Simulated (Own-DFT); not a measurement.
# How strain changes the stress of wurtzite AlN, 72 atoms (Al36N36)

Calculated results; nothing here was measured. They come from Own-DFT, an in-house plane-wave density functional program, since retired, whose code no person has reviewed. Each row is one single-point run on a periodic cell that was not relaxed, without spin or spin-orbit coupling.

Settings of every run: PBE; PseudoDojo norm-conserving scalar-relativistic files; cutoff 42 hartree; 3 x 3 x 2 k mesh centred on Gamma; Fermi-Dirac smearing of 0.1 eV.

Known limits: forces on such cells moved up to 12 meV/angstrom on a denser k mesh; stress not checked against mesh or cutoff.

Unstrained cell vectors in Å: (9.336, 0.000, 0.000); (-4.668, 8.085, 0.000); (0.000, 0.000, 9.964). The unstrained cell has measured lattice constants (interpolated for alloys), not those of this functional. That, the random moves and any unrelaxed bonds set the pressure at no strain. Each run strains this cell uniformly, with the atoms carried along. Every atom was also moved at random, by a Gaussian of width 0.05 Å on each axis. Strain is the symmetric tensor, in per cent. Stress is positive in tension, and the pressure is minus a third of its trace.

| run | e_xx (%) | e_yy (%) | e_zz (%) | e_yz (%) | e_xz (%) | e_xy (%) | s_xx (GPa) | s_yy (GPa) | s_zz (GPa) | s_yz (GPa) | s_xz (GPa) | s_xy (GPa) | P (GPa) | E (meV/atom) |
|---|---|---|---|---|---|---|---|---|---|---|---|---|---|---|
| 1 | 1.25 | 1.90 | 1.33 | 1.30 | -0.64 | -1.73 | 2.19 | 3.58 | 2.83 | 3.49 | -1.92 | -4.47 | -2.87 | 15.4 |
| 2 | -1.17 | -0.31 | -0.60 | -0.38 | 0.61 | -0.68 | -10.77 | -9.52 | -11.37 | -0.68 | 1.38 | -1.06 | 10.55 | 30.8 |
| 3 | -0.45 | -1.71 | 1.39 | -0.04 | -1.23 | 0.77 | -8.50 | -14.18 | 0.62 | -0.37 | -3.31 | 2.67 | 7.36 | 8.3 |
| 4 | -0.69 | 0.44 | 0.99 | 0.56 | 0.11 | 0.84 | -6.96 | -3.14 | -2.45 | 2.76 | 0.11 | 2.00 | 4.18 | 0.0 |
| 5 | -1.45 | 0.37 | -0.57 | -0.26 | 1.02 | 1.22 | -13.36 | -5.78 | -9.03 | -0.49 | 2.69 | 4.48 | 9.39 | 22.1 |
| 6 | 1.16 | 1.64 | -1.63 | -0.45 | -1.88 | -1.18 | -0.36 | -0.04 | -11.26 | -1.42 | -5.28 | -4.77 | 3.89 | 33.6 |
| 7 | -0.68 | -1.60 | 0.23 | 0.81 | 1.23 | -1.65 | -12.26 | -14.65 | -7.24 | 2.37 | 4.02 | -7.71 | 11.38 | 49.3 |
| 8 | -0.30 | 1.67 | 1.04 | 0.97 | -1.35 | -0.14 | -5.27 | 2.62 | -1.35 | 2.59 | -2.82 | 1.31 | 1.33 | 16.3 |
| 9 | -0.71 | -0.93 | 1.29 | 0.60 | -1.35 | 1.61 | -8.90 | -11.78 | -1.13 | 2.36 | -3.01 | 6.91 | 7.27 | 30.9 |
| 10 | 1.70 | 1.06 | -0.40 | 1.57 | 1.37 | -0.19 | 2.44 | -0.70 | -4.20 | 3.33 | 3.01 | -0.03 | 0.82 | 11.3 |
| 11 | 1.92 | -0.69 | 0.66 | -0.85 | 1.82 | -1.18 | 1.42 | -7.08 | 0.79 | -2.62 | 3.93 | -3.20 | 1.62 | 6.4 |
| 12 | -0.24 | 0.59 | -0.47 | 1.41 | 0.92 | 0.06 | -6.74 | -3.40 | -8.24 | 3.38 | 2.95 | 0.91 | 6.13 | 11.1 |
| 13 | -1.14 | -1.78 | 0.95 | -0.14 | -0.42 | -1.06 | -12.41 | -14.62 | -3.42 | 0.08 | -0.91 | -4.85 | 10.15 | 14.1 |
| 14 | -0.10 | 1.32 | -0.78 | 1.91 | 1.07 | -0.30 | -9.17 | 1.58 | -6.75 | 3.86 | 2.67 | -0.48 | 4.78 | 10.9 |
| 15 | -1.29 | 0.24 | -1.95 | 1.79 | -1.52 | 0.99 | -12.63 | -6.45 | -19.26 | 4.92 | -3.93 | 4.09 | 12.78 | 39.5 |
| 16 | -1.91 | 1.05 | 0.02 | -0.68 | 1.72 | -0.68 | -13.35 | -3.89 | -6.15 | -1.46 | 4.58 | -3.41 | 7.80 | 23.4 |
| 17 | 1.91 | -0.71 | 0.76 | -1.16 | 1.30 | 1.91 | 2.45 | -6.46 | -1.63 | -2.35 | 3.65 | 7.17 | 1.88 | 13.4 |
| 18 | 1.19 | 1.44 | 1.04 | -0.60 | 1.61 | -1.36 | ? | ? | ? | ? | ? | ? | ? | ? |

E is the free energy for each atom above the lowest run shown.

## Worked fit

Each stress component was fitted by least squares to a constant and the strains of the runs shown, as fractions, with shears doubled. Shear strains stay in the fit of a normal stress only where such slopes are resolved. The slopes, in GPa:

```
stress  at no strain  per e_xx  per e_yy  per e_zz  scatter
  s_xx          -6.3  436 ± 25   99 ± 26   86 ± 31     1.18
  s_yy          -6.2   83 ± 23  467 ± 25   50 ± 29     1.09
  s_zz          -5.8  129 ± 29   64 ± 31  497 ± 36     1.36
```

Each shear stress against twice its own strain: yz 120 ± 8, xz 130 ± 5, xy 189 ± 12 GPa. These are stiffnesses along x, y and z of the frame in which the cell vectors are given, which need not be the crystal's axes. The atoms are held to the strained lattice; where symmetry lets them move under strain, relaxing them would lower some slopes. The table should be nearly symmetric about its diagonal, and what it lacks of that shows the noise. A ninth of its sum, 212 ± 5 GPa, estimates the bulk modulus near the mean pressure of these runs, 5.8 GPa, so it lies above the value at zero pressure.

## Withheld run

Question: what normal stresses and pressure should run 18 give?

The fit gives s_xx = 1.2, s_yy = 2.1, s_zz = 1.8 and P = -1.7 GPa. The calculation gave 0.54, 2.39, 1.16 and P = -1.36 GPa.
